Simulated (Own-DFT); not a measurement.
# Response to strain: wurtzite AlN, 128 atoms (Al64N64)

Calculated results; nothing here was measured. They come from Own-DFT, an in-house plane-wave density functional program, since retired, whose code no person has reviewed. Each row is one single-point run on a periodic cell that was not relaxed, without spin or spin-orbit coupling.

Settings of every run: PBE; PseudoDojo norm-conserving scalar-relativistic files; cutoff 42 hartree; 2 x 2 x 2 k mesh centred on Gamma; Fermi-Dirac smearing of 0.1 eV.

Known limits: forces on such cells passed a denser k mesh, each cell not checked; stress not checked against mesh or cutoff.

Unstrained cell vectors in Å: (12.448, 0.000, 0.000); (-6.224, 10.780, 0.000); (0.000, 0.000, 9.964). The unstrained cell has measured lattice constants (interpolated for alloys), not those of this functional. That, the random moves and any unrelaxed bonds set the pressure at no strain. Each run strains this cell uniformly, with the atoms carried along. Every atom was also moved at random, by a Gaussian of width 0.05 Å on each axis. Strain is the symmetric tensor, in per cent. Stress is positive in tension, and the pressure is minus a third of its trace.

```
run  e_xx (%)  e_yy (%)  e_zz (%)  e_yz (%)  e_xz (%)  e_xy (%)  s_xx (GPa)  s_yy (GPa)  s_zz (GPa)  s_yz (GPa)  s_xz (GPa)  s_xy (GPa)  P (GPa)  E (meV/atom)
  1      1.27     -0.23      1.65      1.87     -1.90      1.88        0.76       -4.83        1.90        4.55       -4.10        6.27     0.72          13.9
  2     -0.93     -0.71     -1.75      1.25     -0.20      1.59      -13.10      -11.30      -16.13        3.01       -0.40        7.36    13.51          30.1
  3      0.15     -1.84      0.70      1.15      1.52      1.09       -7.87      -13.67       -2.94        3.16        3.90        3.93     8.16          16.7
  4     -0.96     -0.38     -1.94     -0.13     -1.10      0.98      -11.43      -11.24      -15.74       -0.80       -2.94        3.58    12.80          16.6
  5     -1.72      1.43      1.39     -0.50     -0.73     -1.65      -10.49       -0.31       -0.13       -0.95       -1.30       -5.23     3.64           6.2
  6     -0.79      0.64     -0.44     -1.79      1.30     -0.17       -8.62       -4.22       -8.06       -3.85        3.31       -1.15     6.97          10.3
  7      1.95      1.06      1.40      0.68      0.77     -0.04        4.04        2.71        2.11        2.13        1.75       -0.40    -2.95           0.0
  8      1.78     -1.72     -0.88     -1.61     -0.04     -1.49        0.11      -14.07       -9.84       -4.29        0.17       -5.11     7.93          16.6
  9     -1.69     -0.56      0.11     -1.77     -0.64      0.61      -16.77      -10.44       -5.58       -4.76       -2.04        3.70    10.93          20.8
 10     -0.34     -0.77     -1.54     -1.50      1.35     -0.41       -9.40      -11.53      -13.97       -4.16        4.21       -1.25    11.63          17.3
 11      1.89      1.54      0.70      0.37      0.85      0.94        4.31        3.20       -0.63        0.75        2.53        3.33    -2.29           0.2
 12      1.03     -1.99     -1.76      1.91     -0.75      0.19       -4.90      -16.71      -14.78        5.16       -2.24        0.60    12.13          32.0
 13     -0.84      1.91      0.39     -1.96     -1.07      1.23       -7.24        2.32       -3.78       -4.79       -2.06        3.16     2.90           9.1
 14      1.96     -1.09      1.35     -0.26     -0.91      1.23        2.90       -9.63        1.02       -0.38       -2.27        4.66     1.90           7.5
 15     -0.37      1.43     -1.15      0.90      1.31     -2.00           ?           ?           ?           ?           ?           ?        ?             ?
```

E is the free energy for each atom above the lowest run shown.

## Worked fit

Each stress component was fitted by least squares to a constant and the strains of the runs shown, as fractions, with shears doubled. Shear strains stay in the fit of a normal stress only where such slopes are resolved. The slopes, in GPa:

```
stress  at no strain  per e_xx  per e_yy  per e_zz  scatter
  s_xx          -6.2  471 ± 22  134 ± 25   48 ± 26     0.99
  s_yy          -6.3   89 ± 14  481 ± 16   85 ± 16     0.62
  s_zz          -6.0   50 ± 12   36 ± 14  483 ± 14     0.55
```

Each shear stress against twice its own strain: yz 129 ± 5, xz 126 ± 7, xy 174 ± 13 GPa. These are stiffnesses along x, y and z of the frame in which the cell vectors are given, which need not be the crystal's axes. The atoms are held to the strained lattice; where symmetry lets them move under strain, relaxing them would lower some slopes. The table should be nearly symmetric about its diagonal, and what it lacks of that shows the noise. A ninth of its sum, 209 ± 3 GPa, estimates the bulk modulus near the mean pressure of these runs, 6.3 GPa, so it lies above the value at zero pressure.

## Withheld run

Question: what normal stresses and pressure should run 15 give?

The fit gives s_xx = -6.6, s_yy = -0.7, s_zz = -11.2 and P = 6.2 GPa. The calculation gave -6.17, -1.84, -10.11 and P = 6.04 GPa.
